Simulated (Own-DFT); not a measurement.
Si₃Ge (layered order of Si and Ge on the diamond lattice, atoms displaced) (calculated)

All values are calculated (Own-DFT development build). A calculation, not a measurement: plane-wave PBE density functional theory by an unreviewed code, no spin, of a simulated periodic cell, stress positive in tension, free energy of the whole cell less one offset for each atom, forces on such cells passed a denser k mesh, this cell's mesh not checked; offsets are fitted by least squares, one for each functional and potential file, so energies compare only between cells with the same atoms and settings and are not formation energies; the far tail of each file's local potential was reset to the Coulomb form; each entry is a single point on an unrelaxed cell, so the pressure reflects the starting lattice, mostly measured values, from which strain is counted, and rises with the displacements; printed positions are rounded, which can move forces by about a meV/angstrom; the program is a retired in-house code; no spin-orbit coupling.

Settings shared by all entries: functional PBE; potential files PseudoDojo norm-conserving, scalar-relativistic, standard set; wave cutoff 42 hartree; occupations Fermi-Dirac; smearing width 0.1 eV; k mesh 3 x 3 x 3 centred on Gamma.

(1) Si₃Ge (layered order of Si and Ge on the diamond lattice, atoms displaced)

```
cell vectors (Å)
  10.9755     0.0000     0.0000
   0.0000    10.9755     0.0000
   0.0000     0.0000    10.9755
atoms (fractions of the cell vectors)
Ge  0.99790  0.00157  0.99784
Si  0.00072  0.24828  0.25068
Si  0.24711  0.99724  0.24820
Ge  0.25357  0.24492  0.99977
Ge  0.13223  0.12357  0.12471
Si  0.12392  0.37305  0.38151
Si  0.37689  0.12688  0.37953
Ge  0.37206  0.37104  0.12538
Si  0.99851  0.00323  0.49643
Si  0.99718  0.25110  0.75144
Si  0.24893  0.00042  0.74831
Si  0.24840  0.24861  0.50469
Si  0.12457  0.12609  0.62429
Si  0.12901  0.37847  0.87639
Si  0.37708  0.12689  0.86901
Si  0.37382  0.37438  0.62219
Ge  0.99830  0.49663  0.00488
Si  0.99832  0.75016  0.24876
Si  0.25060  0.49883  0.25075
Ge  0.24990  0.74830  0.99965
Ge  0.12467  0.62512  0.12303
Si  0.12323  0.87618  0.37684
Si  0.37638  0.62066  0.37340
Ge  0.37873  0.87573  0.11986
Si  0.99595  0.50451  0.49820
Si  0.00117  0.75222  0.75286
Si  0.24948  0.49855  0.75066
Si  0.25200  0.75538  0.49901
Si  0.12190  0.62303  0.62346
Si  0.12769  0.87771  0.87718
Si  0.37779  0.62199  0.87909
Si  0.37668  0.87585  0.62776
Ge  0.50199  0.99861  0.99787
Si  0.49902  0.25318  0.25331
Si  0.74885  0.99712  0.25242
Ge  0.75154  0.25015  0.99546
Ge  0.62873  0.12578  0.12472
Si  0.62427  0.37504  0.37359
Si  0.87874  0.11901  0.37837
Ge  0.87374  0.37739  0.12178
Si  0.50030  0.00028  0.50511
Si  0.49627  0.24835  0.74732
Si  0.74757  0.00160  0.75467
Si  0.74554  0.25301  0.49809
Si  0.62479  0.12303  0.62511
Si  0.62842  0.38095  0.88019
Si  0.88083  0.12768  0.87427
Si  0.87578  0.36961  0.62716
Ge  0.50321  0.50013  0.99472
Si  0.49759  0.74920  0.24963
Si  0.74915  0.49795  0.25356
Ge  0.74871  0.75293  0.00313
Ge  0.62771  0.62831  0.12440
Si  0.62746  0.87818  0.37471
Si  0.87561  0.62415  0.37256
Ge  0.87820  0.87617  0.12689
Si  0.50403  0.49457  0.50166
Si  0.50402  0.74995  0.75225
Si  0.75164  0.50166  0.74803
Si  0.75037  0.75353  0.50125
Si  0.62189  0.62291  0.62588
Si  0.63117  0.87195  0.87705
Si  0.87714  0.62530  0.87799
Si  0.87473  0.87648  0.62273
```

It finds free energy of cell above offsets -5.099 eV; pressure 2.49 GPa; stress xx -2.5 GPa; stress yy -2.5 GPa; stress zz -2.48 GPa; stress yz 0.82 GPa; stress xz 0 GPa; stress xy -0.13 GPa.

Force:
| element | x (eV/Å) | y (eV/Å) | z (eV/Å) |
| --- | --- | --- | --- |
| Ge | 0.699 | 0.042 | 0.018 |
| Si | 0.029 | 0.074 | 0.345 |
| Si | 0.968 | -0.038 | 0.966 |
| Ge | -0.139 | 0.415 | -1.138 |
| Ge | -1.195 | 0.04 | 0.535 |
| Si | -0.066 | 0.28 | -0.567 |
| Si | -0.412 | -0.409 | -0.321 |
| Ge | 0.668 | 0.739 | 0.315 |
| Si | 0.644 | -0.687 | 1.024 |
| Si | 1.151 | 0.106 | -0.049 |
| Si | 0.096 | 0.099 | 0.131 |
| Si | 0.206 | 0.125 | -0.469 |
| Si | -0.416 | -0.203 | 0.318 |
| Si | -0.496 | -0.718 | -0.257 |
| Si | -0.157 | -0.66 | 0.006 |
| Si | -0.012 | -0.008 | 0.478 |
| Ge | 0.632 | 0.648 | -1.435 |
| Si | 0.549 | -0.175 | 0.739 |
| Si | -0.47 | -0.18 | 0.514 |
| Ge | 0.248 | 0.165 | -0.61 |
| Ge | 0.025 | -0.098 | 1.121 |
| Si | -0.023 | -0.14 | -0.373 |
| Si | 0.026 | 0.37 | 0.461 |
| Ge | -0.601 | -0.232 | 1.215 |
| Si | 0.219 | -0.872 | 0.414 |
| Si | 0.005 | -0.064 | -0.278 |
| Si | 0.345 | 0.472 | -0.351 |
| Si | -0.062 | -0.877 | 0.173 |
| Si | 0.446 | 0.62 | 0.231 |
| Si | -0.21 | -0.219 | -0.781 |
| Si | -0.443 | 0.509 | -1.398 |
| Si | 0.001 | -0.199 | 0.042 |
| Ge | 0.275 | 0.566 | -0.906 |
| Si | 0.137 | -0.606 | 0.043 |
| Si | 0.559 | 0.541 | 0.174 |
| Ge | 0.085 | -0.035 | -0.154 |
| Ge | -0.402 | 0.059 | 0.754 |
| Si | 0.046 | 0.003 | 0.094 |
| Si | -1.134 | 1.217 | -0.853 |
| Ge | -0.348 | -0.949 | 1.629 |
| Si | 0.068 | -0.123 | -0.554 |
| Si | 0.947 | 0.791 | 0.104 |
| Si | 0.713 | 0.006 | -0.51 |
| Si | 0.696 | -0.794 | 0.232 |
| Si | 0.049 | 0.447 | 0.224 |
| Si | -0.092 | -0.919 | -1.977 |
| Si | -0.899 | -0.301 | -0.595 |
| Si | -0.449 | 0.866 | -0.595 |
| Ge | -0.389 | -0.085 | 1.155 |
| Si | 0.424 | 0.187 | 0.607 |
| Si | 0.089 | 0.371 | -0.157 |
| Ge | 1.05 | -0.352 | -0.628 |
| Ge | -0.555 | -0.649 | 0.989 |
| Si | -0.833 | -0.585 | 0.308 |
| Si | -0.522 | 0.483 | 0.184 |
| Ge | -0.482 | 0.146 | 0.375 |
| Si | -0.552 | 0.545 | -0.244 |
| Si | -0.449 | -0.129 | 0.104 |
| Si | 0.151 | -0.105 | 0.325 |
| Si | -0.174 | -0.647 | -0.25 |
| Si | 0.548 | 0.331 | -0.199 |
| Si | -0.699 | 0.435 | -0.738 |
| Si | -0.236 | 0.131 | -0.611 |
| Si | 0.123 | 0.234 | 0.648 |

(2) Si₃Ge (layered order of Si and Ge on the diamond lattice, atoms displaced)

```
cell vectors (Å)
  10.9755     0.0000     0.0000
   0.0000    10.9755     0.0000
   0.0000     0.0000    10.9755
atoms (fractions of the cell vectors)
Ge  0.00293  0.00005  0.00284
Si  0.99811  0.24418  0.25420
Si  0.24546  0.99669  0.24874
Ge  0.25100  0.25017  0.99905
Ge  0.12248  0.12402  0.12844
Si  0.12899  0.37123  0.37657
Si  0.37690  0.12055  0.37020
Ge  0.37748  0.37186  0.12535
Si  0.00397  0.00089  0.49895
Si  0.00108  0.24623  0.74637
Si  0.25271  0.99985  0.74588
Si  0.25683  0.25482  0.50343
Si  0.12556  0.12615  0.62312
Si  0.12759  0.37713  0.87316
Si  0.37445  0.12912  0.87693
Si  0.37261  0.37459  0.62530
Ge  0.00020  0.50687  0.99621
Si  0.99946  0.74753  0.25043
Si  0.24401  0.49353  0.25285
Ge  0.24715  0.75083  0.00426
Ge  0.12746  0.62287  0.12224
Si  0.13279  0.87872  0.37708
Si  0.37640  0.62708  0.37417
Ge  0.37374  0.87742  0.12597
Si  0.00320  0.49665  0.50039
Si  0.99872  0.74729  0.75824
Si  0.25469  0.50351  0.75325
Si  0.25370  0.75427  0.50195
Si  0.12880  0.62565  0.62435
Si  0.12323  0.87793  0.87605
Si  0.37144  0.62551  0.87672
Si  0.37167  0.86993  0.63043
Ge  0.49730  0.99759  0.00260
Si  0.50238  0.25477  0.24880
Si  0.75213  0.00049  0.24929
Ge  0.74787  0.24659  0.99976
Ge  0.61940  0.12578  0.12724
Si  0.61967  0.37405  0.37436
Si  0.87506  0.12261  0.37827
Ge  0.87528  0.37305  0.12430
Si  0.50205  0.99955  0.50152
Si  0.49934  0.25453  0.74751
Si  0.75140  0.00278  0.75352
Si  0.74544  0.25159  0.50017
Si  0.62617  0.12559  0.62618
Si  0.62682  0.37728  0.87971
Si  0.87265  0.12724  0.87591
Si  0.87447  0.37971  0.62482
Ge  0.50180  0.50265  0.99675
Si  0.50151  0.74705  0.24986
Si  0.74930  0.50588  0.24621
Ge  0.74908  0.74912  0.00249
Ge  0.62277  0.62293  0.12416
Si  0.62410  0.87786  0.37164
Si  0.87368  0.62726  0.37685
Ge  0.87527  0.87111  0.12067
Si  0.49941  0.50171  0.49935
Si  0.49997  0.74852  0.75114
Si  0.75351  0.49507  0.74757
Si  0.74717  0.75158  0.49695
Si  0.62417  0.62215  0.62600
Si  0.62610  0.87205  0.87532
Si  0.87439  0.62832  0.86865
Si  0.87338  0.87265  0.62344
```

The calculation gives: free energy of cell above offsets -5.063 eV; pressure 2.5 GPa; stress xx -2.5 GPa; stress yy -2.48 GPa; stress zz -2.52 GPa; stress yz -0.28 GPa; stress xz -0.06 GPa; stress xy -0.25 GPa.

Force:
| element | x (eV/Å) | y (eV/Å) | z (eV/Å) |
| --- | --- | --- | --- |
| Ge | -0.71 | 0.209 | -0.992 |
| Si | 0.055 | 0.732 | 0.398 |
| Si | 0.714 | 0.62 | 0.469 |
| Ge | -0.584 | 0.029 | -0.117 |
| Ge | 0.44 | 0.413 | 0.256 |
| Si | -0.748 | -0.364 | 0.247 |
| Si | -0.06 | 0.561 | 0.428 |
| Ge | -0.295 | 0.772 | 0.311 |
| Si | -0.307 | -0.331 | 0.269 |
| Si | -0.231 | 0.698 | 0.436 |
| Si | -0.453 | 0.358 | 0.772 |
| Si | -0.552 | -1.218 | -0.761 |
| Si | 0.436 | -0.059 | -0.155 |
| Si | -0.42 | -0.116 | -0.493 |
| Si | 0.362 | -0.624 | -1.064 |
| Si | 0.701 | 0.959 | 0.324 |
| Ge | -0.351 | -0.924 | -0.592 |
| Si | 0.509 | 0.327 | 0.601 |
| Si | 1.033 | 0.737 | -0.052 |
| Ge | 0.376 | 0.404 | -1.155 |
| Ge | -0.429 | -0.105 | 1.479 |
| Si | -1.119 | -0.775 | -0.062 |
| Si | -0.526 | -0.397 | 0.052 |
| Ge | 0.017 | -0.737 | 0.891 |
| Si | -0.102 | 0.556 | -0.199 |
| Si | 0.642 | 0.814 | -1.529 |
| Si | -0.524 | -0.468 | -0.624 |
| Si | -0.245 | -0.653 | -0.305 |
| Si | -0.343 | 0.078 | 0.307 |
| Si | 0.462 | -0.193 | -0.693 |
| Si | 0.523 | 0.524 | -0.253 |
| Si | 1.013 | 0.642 | -0.483 |
| Ge | 0.314 | 0.35 | -1.256 |
| Si | -0.524 | -0.803 | 0.822 |
| Si | -0.086 | -0.044 | 0.217 |
| Ge | -0.063 | 0.271 | -0.133 |
| Ge | 0.663 | -0.297 | 0.435 |
| Si | 0.829 | 0.749 | 0.003 |
| Si | -0.345 | 0.12 | 0.081 |
| Ge | 0.224 | 0.351 | 0.517 |
| Si | -0.442 | -0.223 | 0.104 |
| Si | 0.284 | -0.275 | 0.519 |
| Si | -0.145 | -0.507 | -0.446 |
| Si | 0.502 | 0.037 | -0.035 |
| Si | -0.199 | 0.017 | 0.16 |
| Si | 0.028 | -0.337 | -1.335 |
| Si | 0.772 | -0.32 | -0.446 |
| Si | 0.437 | -1.14 | -0.434 |
| Ge | -0.723 | -0.301 | -0.208 |
| Si | -0.259 | 0.619 | 0.331 |
| Si | 0.215 | -0.988 | 1.16 |
| Ge | -0.127 | -0.405 | -1.191 |
| Ge | 0.087 | 0.425 | 0.476 |
| Si | 0.08 | -0.245 | 0.173 |
| Si | 0.259 | -0.405 | -0.041 |
| Ge | 0.268 | 0.487 | 1.298 |
| Si | -0.263 | -0.266 | 0.133 |
| Si | -0.006 | -0.229 | 0.178 |
| Si | -0.637 | 0.787 | 0.568 |
| Si | -0.147 | -0.104 | 0.343 |
| Si | 0.28 | 0.202 | -0.129 |
| Si | -0.188 | 0.47 | -0.397 |
| Si | -0.766 | -0.713 | 0.448 |
| Si | 0.389 | 0.247 | 0.375 |
